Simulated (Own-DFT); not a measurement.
# Computed records: GaN (wurtzite, strained, atoms displaced)

Computed with Own-DFT development build. A calculation, not a measurement: plane-wave PBE density functional theory by an unreviewed code, no spin, of a simulated periodic cell, stress positive in tension, free energy of the whole cell less one offset for each atom, forces on such cells passed a denser k mesh, this cell's mesh not checked; offsets are fitted by least squares, one for each functional and potential file, so energies compare only between cells with the same atoms and settings and are not formation energies; the far tail of each file's local potential was reset to the Coulomb form; each entry is a single point on an unrelaxed cell, so the pressure reflects the starting lattice, mostly measured values (interpolated for alloys), from which strain is counted, and rises with the displacements; printed positions are rounded, which can move forces by about a meV/angstrom; the program, named Own-DFT, is a retired in-house code; no spin-orbit coupling.

Common to all runs: functional PBE; potential files PseudoDojo norm-conserving, scalar-relativistic, standard set with the stringent files for Ga; wave cutoff 96 hartree; occupations Gaussian; smearing width 0.01 eV; k mesh 3 x 4 x 3 centred on Gamma.

(1) GaN (wurtzite, strained, atoms displaced)

```cif
# cell vector a (Å): 12.7560 0.0000 0.0000
# cell vector b (Å): -4.7835 8.2853 0.0000
# cell vector c (Å): 0.0000 0.0000 10.5774
data_GaN
_symmetry_space_group_name_H-M 'P 1'
_symmetry_Int_Tables_number 1
_cell_length_a 12.7560
_cell_length_b 9.5670
_cell_length_c 10.5774
_cell_angle_alpha 90.000
_cell_angle_beta 90.000
_cell_angle_gamma 120.000
_cell_volume 1117.90
loop_
_atom_site_label
_atom_site_type_symbol
_atom_site_fract_x
_atom_site_fract_y
_atom_site_fract_z
_atom_site_occupancy
Ga1 Ga 0.07959 0.22734 0.99974 1
Ga2 Ga 0.16720 0.10880 0.24021 1
N1 N 0.08092 0.22103 0.18702 1
N2 N 0.16474 0.11201 0.43657 1
Ga3 Ga 0.08196 0.22325 0.50221 1
Ga4 Ga 0.17328 0.11506 0.75476 1
N3 N 0.08848 0.22948 0.69625 1
N4 N 0.16464 0.10486 0.93454 1
Ga5 Ga 0.09105 0.55810 0.99633 1
Ga6 Ga 0.17179 0.44204 0.24873 1
N5 N 0.08325 0.55917 0.18861 1
N6 N 0.16150 0.43603 0.43829 1
Ga7 Ga 0.08261 0.55114 0.49204 1
Ga8 Ga 0.16282 0.44154 0.75607 1
N7 N 0.08001 0.55490 0.69070 1
N8 N 0.16835 0.43471 0.93846 1
Ga9 Ga 0.08494 0.89466 0.00699 1
Ga10 Ga 0.16117 0.77074 0.25008 1
N9 N 0.08010 0.88365 0.18348 1
N10 N 0.16899 0.77770 0.43433 1
Ga11 Ga 0.07647 0.88737 0.50512 1
Ga12 Ga 0.16802 0.76491 0.74325 1
N11 N 0.08482 0.88504 0.69042 1
N12 N 0.17161 0.78472 0.93328 1
Ga13 Ga 0.33106 0.22457 0.99565 1
Ga14 Ga 0.42042 0.11479 0.25273 1
N13 N 0.33430 0.21845 0.19150 1
N14 N 0.41550 0.10469 0.44618 1
Ga15 Ga 0.32418 0.21763 0.49747 1
Ga16 Ga 0.41798 0.10667 0.73522 1
N15 N 0.33407 0.21707 0.68167 1
N16 N 0.40834 0.10573 0.93248 1
Ga17 Ga 0.33539 0.55597 0.00417 1
Ga18 Ga 0.42923 0.45325 0.25336 1
N17 N 0.34041 0.55346 0.17634 1
N18 N 0.41678 0.44878 0.43746 1
Ga19 Ga 0.33862 0.56826 0.50455 1
Ga20 Ga 0.41803 0.43814 0.75236 1
N19 N 0.33534 0.55312 0.69943 1
N20 N 0.41556 0.44650 0.94027 1
Ga21 Ga 0.33708 0.89299 0.99177 1
Ga22 Ga 0.41734 0.77524 0.25373 1
N21 N 0.33274 0.89566 0.19008 1
N22 N 0.42216 0.77753 0.43115 1
Ga23 Ga 0.33333 0.88451 0.49996 1
Ga24 Ga 0.42355 0.78624 0.74526 1
N23 N 0.33244 0.88756 0.69087 1
N24 N 0.41282 0.77035 0.93209 1
Ga25 Ga 0.58231 0.21664 0.01469 1
Ga26 Ga 0.66946 0.11146 0.25441 1
N25 N 0.58550 0.22155 0.18948 1
N26 N 0.66648 0.11372 0.43826 1
Ga27 Ga 0.58370 0.20900 0.49779 1
Ga28 Ga 0.66755 0.11071 0.74428 1
N27 N 0.58705 0.21780 0.69052 1
N28 N 0.66080 0.11047 0.93356 1
Ga29 Ga 0.57547 0.55367 0.99952 1
Ga30 Ga 0.66368 0.45181 0.24937 1
N29 N 0.58437 0.55281 0.18538 1
N30 N 0.67187 0.44621 0.44399 1
Ga31 Ga 0.58999 0.56041 0.49811 1
Ga32 Ga 0.66669 0.44131 0.74488 1
N31 N 0.58437 0.55067 0.68956 1
N32 N 0.66778 0.43811 0.93904 1
Ga33 Ga 0.57978 0.88839 0.00229 1
Ga34 Ga 0.67085 0.77803 0.25506 1
N33 N 0.58652 0.88161 0.19398 1
N34 N 0.66834 0.78299 0.43553 1
Ga35 Ga 0.58026 0.89207 0.50385 1
Ga36 Ga 0.67228 0.78487 0.75611 1
N35 N 0.57529 0.87926 0.69432 1
N36 N 0.67041 0.78249 0.93388 1
Ga37 Ga 0.82688 0.21468 0.00355 1
Ga38 Ga 0.92291 0.10956 0.24873 1
N37 N 0.83259 0.22371 0.18703 1
N38 N 0.90912 0.10843 0.44168 1
Ga39 Ga 0.82646 0.21378 0.49671 1
Ga40 Ga 0.92353 0.11339 0.75512 1
N39 N 0.83001 0.21542 0.68911 1
N40 N 0.91733 0.11394 0.95167 1
Ga41 Ga 0.83456 0.55497 0.99843 1
Ga42 Ga 0.92006 0.44078 0.24636 1
N41 N 0.83496 0.54757 0.19146 1
N42 N 0.91868 0.44585 0.43658 1
Ga43 Ga 0.83882 0.56569 0.49835 1
Ga44 Ga 0.91457 0.43355 0.75493 1
N43 N 0.83631 0.55189 0.69199 1
N44 N 0.92527 0.45374 0.94025 1
Ga45 Ga 0.82428 0.88288 0.00017 1
Ga46 Ga 0.91876 0.77727 0.24913 1
N45 N 0.83231 0.90289 0.18553 1
N46 N 0.91572 0.77893 0.43554 1
Ga47 Ga 0.83405 0.87802 0.50119 1
Ga48 Ga 0.92152 0.77798 0.75025 1
N47 N 0.83446 0.90078 0.69198 1
N48 N 0.91989 0.77981 0.93307 1
```

```
free energy of cell above offsets : -5.693 eV
pressure                          : 3.02 GPa
stress xx                         : -5.32 GPa
stress yy                         : -4.78 GPa
stress zz                         : 1.06 GPa
stress yz                         : -0.03 GPa
stress xz                         : 0.18 GPa
stress xy                         : -1.07 GPa
```

Force:
```csv
element,x (eV/Å),y (eV/Å),z (eV/Å)
Ga,1.255,-1.371,0.513
Ga,-0.037,0.176,1.183
N,1.236,0.488,-0.249
N,-0.788,-0.892,-0.494
Ga,-0.308,-0.756,0.411
Ga,-0.354,-0.877,-0.721
N,0.143,-1.307,-1.121
N,-0.629,1.335,1.032
Ga,-0.455,0.672,0.362
Ga,-0.393,0.462,0.06
N,1.426,-1.09,-0.685
N,1.151,1.426,-0.47
Ga,-0.283,0.375,1.055
Ga,0.676,1.292,-0.494
N,0.773,-1.643,-1.144
N,-0.399,1.724,0.228
Ga,0.33,-1.286,-2.162
Ga,0.927,1.389,-0.078
N,0.07,0.539,1.238
N,-0.747,-0.139,0.695
Ga,1.672,0.531,-0.2
Ga,-1.134,1.696,1.493
N,0.052,0.694,-0.661
N,-0.289,-0.96,0.305
Ga,0.682,-0.798,0.713
Ga,-0.327,-0.815,0.361
N,-0.133,1.121,-0.619
N,-0.178,0.82,-0.893
Ga,1.366,0.854,-0.034
Ga,-0.183,0.78,1.843
N,-0.294,0.57,0.461
N,1.089,1.558,-0.143
Ga,-0.597,0.108,-2.067
Ga,-1.987,-1.534,0.076
N,-0.656,0.162,3.053
N,0.436,-0.108,0.23
Ga,-0.027,-2.093,0.611
Ga,-0.153,0.425,-0.394
N,-0.564,0.397,-1.47
N,0.124,-0.621,-0.68
Ga,-0.414,-0.637,1.01
Ga,-0.539,0.405,-1.934
N,0.806,-1.108,-0.351
N,-0.963,0.315,1.438
Ga,-0.465,-0.098,-0.061
Ga,-2.386,-2.48,1.793
N,0.693,-0.751,-1.536
N,0.452,0.835,0.678
Ga,-0.939,0.431,-2.976
Ga,0.073,-0.355,-0.741
N,-0.11,0.22,1.624
N,0.602,-1.491,-0.459
Ga,-1.989,2.321,1.118
Ga,0.09,-0.62,1.412
N,-0.831,0.152,-1.41
N,0.785,-0.423,0.689
Ga,2.165,0.141,-0.548
Ga,2.608,-1.145,0.783
N,-0.073,1.491,-0.354
N,-0.613,-0.488,-1.019
Ga,-0.824,-0.701,0.844
Ga,0.535,0.027,1.08
N,-0.317,1.047,-0.29
N,-0.974,0.345,0.107
Ga,0.085,-0.087,-0.137
Ga,-0.046,0.181,-0.587
N,-1.109,0.844,-0.763
N,0.058,-0.317,1.048
Ga,1.366,-0.451,0.025
Ga,-0.325,-1.151,-1.192
N,2.836,2.042,-2.01
N,-1.649,-1.09,1.048
Ga,-0.159,1.12,-0.424
Ga,-1.768,0.948,1.074
N,0.463,-0.694,0.468
N,1.682,-0.52,-0.668
Ga,0.92,1.715,0.992
Ga,-0.821,0.427,0.479
N,0.817,0.204,-0.364
N,-0.627,-0.874,-1.822
Ga,-0.024,0.239,0.148
Ga,-0.496,0.044,0.736
N,-1.24,1.217,-0.463
N,-0.593,-0.559,-0.107
Ga,0.648,-2.003,0.843
Ga,-0.338,0.815,-0.127
N,-0.41,0.466,-0.881
N,-0.328,-1.561,-0.044
Ga,2.238,0.919,0.232
Ga,-0.923,-0.41,-0.67
N,1.23,-2.594,0.08
N,0.637,0.135,-0.417
Ga,-1.787,1.985,0.687
Ga,-0.629,-0.281,0.365
N,1.134,-1.554,-0.813
N,-0.71,0.105,1.222
```

(2) GaN (wurtzite, strained, atoms displaced)

```cif
# cell vector a (Å): 12.7560 0.0000 0.0000
# cell vector b (Å): -4.7835 8.2853 0.0000
# cell vector c (Å): 0.0000 0.0000 10.5774
data_GaN
_symmetry_space_group_name_H-M 'P 1'
_symmetry_Int_Tables_number 1
_cell_length_a 12.7560
_cell_length_b 9.5670
_cell_length_c 10.5774
_cell_angle_alpha 90.000
_cell_angle_beta 90.000
_cell_angle_gamma 120.000
_cell_volume 1117.90
loop_
_atom_site_label
_atom_site_type_symbol
_atom_site_fract_x
_atom_site_fract_y
_atom_site_fract_z
_atom_site_occupancy
Ga1 Ga 0.08356 0.22833 0.00320 1
Ga2 Ga 0.17033 0.11027 0.24775 1
N1 N 0.08608 0.23201 0.18364 1
N2 N 0.16363 0.12064 0.43453 1
Ga3 Ga 0.08883 0.22215 0.50712 1
Ga4 Ga 0.15925 0.09905 0.74856 1
N3 N 0.08955 0.22150 0.68841 1
N4 N 0.15751 0.09297 0.94502 1
Ga5 Ga 0.08060 0.55474 0.99846 1
Ga6 Ga 0.16349 0.44013 0.25078 1
N5 N 0.09413 0.57253 0.19232 1
N6 N 0.16661 0.44017 0.43327 1
Ga7 Ga 0.08530 0.55751 0.49929 1
Ga8 Ga 0.17192 0.44520 0.74518 1
N7 N 0.08903 0.55980 0.68386 1
N8 N 0.17375 0.45501 0.93437 1
Ga9 Ga 0.08676 0.89317 0.00737 1
Ga10 Ga 0.17040 0.77732 0.25050 1
N9 N 0.08916 0.88972 0.19188 1
N10 N 0.17209 0.79141 0.42983 1
Ga11 Ga 0.08636 0.88767 0.49922 1
Ga12 Ga 0.17423 0.77467 0.74394 1
N11 N 0.08993 0.89402 0.68981 1
N12 N 0.16913 0.77685 0.93818 1
Ga13 Ga 0.34422 0.22582 0.00601 1
Ga14 Ga 0.41386 0.10890 0.24743 1
N13 N 0.32362 0.21073 0.19221 1
N14 N 0.41887 0.11325 0.44611 1
Ga15 Ga 0.33609 0.22411 0.49229 1
Ga16 Ga 0.42682 0.11666 0.75412 1
N15 N 0.32941 0.22656 0.68546 1
N16 N 0.42100 0.10880 0.94160 1
Ga17 Ga 0.33530 0.55781 0.99726 1
Ga18 Ga 0.42185 0.44581 0.25201 1
N17 N 0.33665 0.55928 0.19362 1
N18 N 0.41885 0.44457 0.44261 1
Ga19 Ga 0.34002 0.57125 0.51318 1
Ga20 Ga 0.42346 0.45174 0.74782 1
N19 N 0.33352 0.55957 0.68785 1
N20 N 0.41842 0.44987 0.94020 1
Ga21 Ga 0.34059 0.89563 0.00490 1
Ga22 Ga 0.41960 0.78354 0.25807 1
N21 N 0.32808 0.88623 0.18430 1
N22 N 0.41142 0.77245 0.44015 1
Ga23 Ga 0.33735 0.89346 0.50012 1
Ga24 Ga 0.41305 0.77914 0.74974 1
N23 N 0.33491 0.88964 0.68943 1
N24 N 0.41108 0.77646 0.93986 1
Ga25 Ga 0.57801 0.21945 0.99813 1
Ga26 Ga 0.66474 0.10784 0.24590 1
N25 N 0.58161 0.21577 0.18795 1
N26 N 0.67060 0.12193 0.43650 1
Ga27 Ga 0.58004 0.20948 0.50449 1
Ga28 Ga 0.67071 0.10381 0.74643 1
N27 N 0.58656 0.23148 0.69038 1
N28 N 0.66268 0.11121 0.94180 1
Ga29 Ga 0.58445 0.56175 0.99593 1
Ga30 Ga 0.66880 0.44177 0.24757 1
N29 N 0.57455 0.54612 0.19497 1
N30 N 0.66543 0.45129 0.44179 1
Ga31 Ga 0.57629 0.54933 0.49757 1
Ga32 Ga 0.67649 0.45073 0.74529 1
N31 N 0.58297 0.55617 0.68834 1
N32 N 0.66299 0.43939 0.93451 1
Ga33 Ga 0.58283 0.88363 0.99764 1
Ga34 Ga 0.66118 0.76853 0.25218 1
N33 N 0.58292 0.88609 0.18523 1
N34 N 0.66979 0.77921 0.43963 1
Ga35 Ga 0.57843 0.88904 0.50747 1
Ga36 Ga 0.67413 0.77664 0.74596 1
N35 N 0.58059 0.88551 0.68958 1
N36 N 0.66774 0.78117 0.93513 1
Ga37 Ga 0.83191 0.22152 0.99773 1
Ga38 Ga 0.92042 0.11370 0.25279 1
N37 N 0.83243 0.21757 0.18964 1
N38 N 0.91362 0.11161 0.43692 1
Ga39 Ga 0.83696 0.23540 0.49601 1
Ga40 Ga 0.92015 0.11523 0.74750 1
N39 N 0.83206 0.22826 0.68495 1
N40 N 0.91498 0.10637 0.93617 1
Ga41 Ga 0.83380 0.55912 0.99310 1
Ga42 Ga 0.91826 0.44120 0.24677 1
N41 N 0.83747 0.55654 0.19205 1
N42 N 0.91148 0.44481 0.43584 1
Ga43 Ga 0.83608 0.56383 0.49639 1
Ga44 Ga 0.92072 0.44035 0.74958 1
N43 N 0.83065 0.55548 0.69618 1
N44 N 0.91638 0.44957 0.94148 1
Ga45 Ga 0.84101 0.89135 0.00382 1
Ga46 Ga 0.91831 0.77781 0.25170 1
N45 N 0.83042 0.88834 0.18680 1
N46 N 0.91219 0.77199 0.44592 1
Ga47 Ga 0.83845 0.89160 0.49086 1
Ga48 Ga 0.90528 0.77289 0.75055 1
N47 N 0.83242 0.89660 0.69885 1
N48 N 0.91916 0.78056 0.94146 1
```

```
free energy of cell above offsets : -5.129 eV
pressure                          : 3.49 GPa
stress xx                         : -5.2 GPa
stress yy                         : -6.92 GPa
stress zz                         : 1.66 GPa
stress yz                         : 0.12 GPa
stress xz                         : 1.05 GPa
stress xy                         : -0.62 GPa
```

Force:
```csv
element,x (eV/Å),y (eV/Å),z (eV/Å)
Ga,0.69,-0.398,-1.162
Ga,-2.649,-0.45,0.851
N,0.092,-1.597,0.487
N,1.94,-1.641,-0.343
Ga,-1.574,0.727,-0.866
Ga,1.455,1.768,1.666
N,-1.433,0.298,0.235
N,0.411,4.122,-1.264
Ga,0.98,1.101,0.552
Ga,0.83,1.7,0.054
N,-0.763,-3.477,-1.149
N,-0.195,0.886,1.548
Ga,0.077,-0.057,-1.039
Ga,-0.602,-0.375,0.981
N,-0.346,-1.11,-0.058
N,-0.847,-1.405,-0.18
Ga,0.62,-2.514,-0.147
Ga,-0.658,1.2,0.089
N,-1.27,-0.28,0.158
N,0.592,-1.223,1.538
Ga,-0.757,1.027,0.478
Ga,-1.876,0.851,1.874
N,-0.713,-2.723,-1.197
N,-0.07,0.369,-0.261
Ga,-2.015,-0.456,-0.779
Ga,0.476,-0.208,0.779
N,2.614,2.267,-0.829
N,-0.101,-0.539,-1.645
Ga,-1.084,-0.151,1.596
Ga,-1.981,0.014,-0.509
N,1.066,-0.304,0.47
N,-1.395,0.265,-0.811
Ga,-0.252,0.154,1.522
Ga,-2.863,-1.023,0.812
N,-0.069,-0.314,-0.549
N,-1.683,0.235,-0.813
Ga,-0.164,-2.997,-2.189
Ga,-0.847,-1.385,0.503
N,0.789,0.25,0.873
N,0.325,-0.849,-0.485
Ga,-1.256,-1.596,-0.573
Ga,-0.253,-0.887,-1.528
N,1.679,0.903,1.099
N,0.524,1.897,-0.023
Ga,-0.906,-0.187,0.397
Ga,0.761,0.019,1.208
N,0.528,1.039,-0.819
N,1.33,0.456,-0.784
Ga,1.797,0.983,0.707
Ga,0.474,-0.075,0.533
N,-0.654,0.606,-0.283
N,0.151,-1.692,-0.058
Ga,-0.167,2.521,0.009
Ga,-1.402,0.927,1.126
N,1.095,-1.27,-0.318
N,0.843,-0.353,-0.928
Ga,0.513,-0.416,0.566
Ga,-0.274,0.03,0.904
N,2.654,1.117,-1.846
N,1.013,-1.216,-0.557
Ga,1.489,1.279,0.786
Ga,-2.726,-1.344,1.043
N,0.954,0.435,-0.415
N,0.03,0.842,0.409
Ga,-0.654,0.473,0.145
Ga,0.187,0.82,0.112
N,-0.108,-0.079,0.475
N,-1.102,-0.061,0.113
Ga,1.471,0.445,-1.229
Ga,-2.147,-0.472,0.803
N,0.28,-0.169,0.026
N,0.77,-0.156,0.11
Ga,-0.007,-0.27,0.441
Ga,-0.214,-0.293,-0.412
N,0.094,0.509,-0.546
N,0.743,0.637,0.513
Ga,0.166,-1.702,0.381
Ga,-0.13,0.497,0.569
N,1.196,-0.584,-0.146
N,-0.126,1.316,-0.05
Ga,-0.593,-0.226,1.126
Ga,0.229,0.595,0.104
N,-0.542,-0.141,-0.926
N,1.094,1.469,-0.107
Ga,-0.866,-2.428,1.058
Ga,-0.689,1.333,0.496
N,2.63,0.86,-1.705
N,0.588,-1.081,-0.877
Ga,-1.178,-0.232,-0.297
Ga,0.028,0.189,-0.159
N,0.636,-0.194,0.793
N,1.274,2.131,-1.387
Ga,-1.393,0.206,1.258
Ga,2.052,1.207,0.613
N,1.349,-0.007,-2.195
N,0.014,-0.367,-0.545
```
